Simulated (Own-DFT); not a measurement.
# Strain and stress in wurtzite GaN, 72 atoms (Ga36N36)

The numbers are computed, not measured, by runs of the plane-wave DFT program Own-DFT (in-house, retired, unreviewed) at fixed positions, with no spin and no spin-orbit coupling.

All runs used: PBE; PseudoDojo norm-conserving scalar-relativistic files (stringent for Ga); cutoff 96 hartree; 4 x 4 x 3 k mesh centred on Gamma; Gaussian smearing of 0.01 eV.

Known weak points: forces not confirmed at this smearing and k mesh; stress not checked against mesh or cutoff.

Unstrained cell vectors in Å: (9.567, 0.000, 0.000); (-4.784, 8.285, 0.000); (0.000, 0.000, 10.370). The unstrained cell has measured lattice constants (interpolated for alloys), not those of this functional. That, the random moves and any unrelaxed bonds set the pressure at no strain. In each run the cell takes a homogeneous strain; fractional positions stay. Each atom got a random Gaussian move of width 0.05 Å along each axis. Strain is the symmetric tensor, in per cent. Stress is positive in tension, and the pressure is minus a third of its trace.

```
run  e_xx (%)  e_yy (%)  e_zz (%)  e_yz (%)  e_xz (%)  e_xy (%)  s_xx (GPa)  s_yy (GPa)  s_zz (GPa)  s_yz (GPa)  s_xz (GPa)  s_xy (GPa)  P (GPa)  E (meV/atom)
  1      1.37      0.80      1.29     -1.28      0.90      1.55       -0.09       -1.24        0.14       -2.30        1.51        4.19     0.40           0.0
  2      0.55     -0.54      1.43     -0.88      0.03     -1.83       -5.61       -6.01       -2.72       -1.92       -0.42       -4.85     4.78          33.0
  3      0.60      0.59     -1.45      0.79      0.51     -1.09       -6.22       -4.38      -13.94        1.07        0.57       -3.79     8.18          33.0
  4     -1.65      0.10      0.55     -1.68      1.18     -1.90      -14.26       -8.32       -5.80       -4.10        1.94       -5.59     9.46          32.8
  5      1.99     -0.95      0.53     -1.48      0.19      1.22        1.06       -7.76       -4.63       -2.93        0.30        2.11     3.78           8.1
  6     -1.52     -0.78     -1.94     -1.74      1.17      0.46      -17.09      -14.33      -18.80       -3.58        2.56        2.14    16.74          61.0
  7      1.88     -1.62     -1.99     -0.77      1.95      1.38       -2.83      -13.37      -15.24       -1.42        4.27        3.55    10.48          29.7
  8      0.89     -0.88      0.84     -0.48     -1.37     -0.84       -2.41       -9.92       -4.88       -0.62       -3.25       -2.16     5.74          22.7
  9     -1.33     -1.49      0.39      1.18      0.64     -1.88      -13.63      -15.06       -8.07        2.59        1.60       -4.59    12.25          42.3
 10      0.24      1.40     -1.77      0.78      0.74     -1.04       -4.83       -3.33      -15.26        1.32        0.41       -4.38     7.81          30.1
 11     -1.26     -0.87      1.00     -0.02     -1.84     -1.52      -13.45      -11.82       -5.69       -1.44       -4.77       -5.30    10.32          50.6
 12     -0.17     -0.76     -0.14      0.76      1.43     -0.70       -9.58      -10.72       -7.89        1.45        3.26       -2.22     9.40          27.7
 13     -0.56      0.37      0.43      0.44      0.69     -1.83       -8.03       -5.12       -6.59        0.32        1.23       -5.75     6.58          12.4
 14      1.61     -1.54     -1.52     -0.32     -1.27      0.19       -3.60      -12.66      -14.36       -0.86       -1.89        0.35    10.21          31.4
 15      0.26      1.27     -1.88     -1.79     -0.02     -1.47           ?           ?           ?           ?           ?           ?        ?             ?
```

The last column gives the free energy per atom over the lowest of the runs shown.

## Analysis

Each stress component was fitted by least squares to a constant and the strains of the runs shown, as fractions, with shears doubled. Shear strains stay in the fit of a normal stress only where such slopes are resolved. The slopes, in GPa:

| stress | at no strain | per e_xx | per e_yy | per e_zz | scatter |
|---|---|---|---|---|---|
| s_xx | -7.3 | 435 ± 21 | 120 ± 29 | 82 ± 21 | 0.97 |
| s_yy | -7.1 | 135 ± 16 | 421 ± 21 | 97 ± 16 | 0.72 |
| s_zz | -8.0 | 83 ± 19 | 54 ± 26 | 438 ± 19 | 0.87 |

The slope of each shear stress on twice its own strain, from a fit on all six strains: yz 104 ± 8, xz 111 ± 6, xy 138 ± 15 GPa. These are stiffnesses along x, y and z of the frame in which the cell vectors are given, with the crystal's c axis along z: C11, C12, C13 and C33. Hexagonal symmetry asks that xx and yy behave alike, which is a second check on the noise. No internal relaxation is included, and where it is allowed it would reduce some of the slopes. Slopes across the diagonal should nearly agree, so their difference gauges the noise. A ninth of the table's sum, 207 ± 5 GPa, estimates the bulk modulus near the mean pressure of these runs, 8.3 GPa, so it lies above the value at zero pressure.

## Test on the hidden row

Question: what normal stresses and pressure should run 15 give?

The fitted form gives s_xx = -6.2, s_yy = -3.2, s_zz = -15.3 and P = 8.3 GPa. Computed: -6.58, -2.89, -17.52 and P = 9.00 GPa.
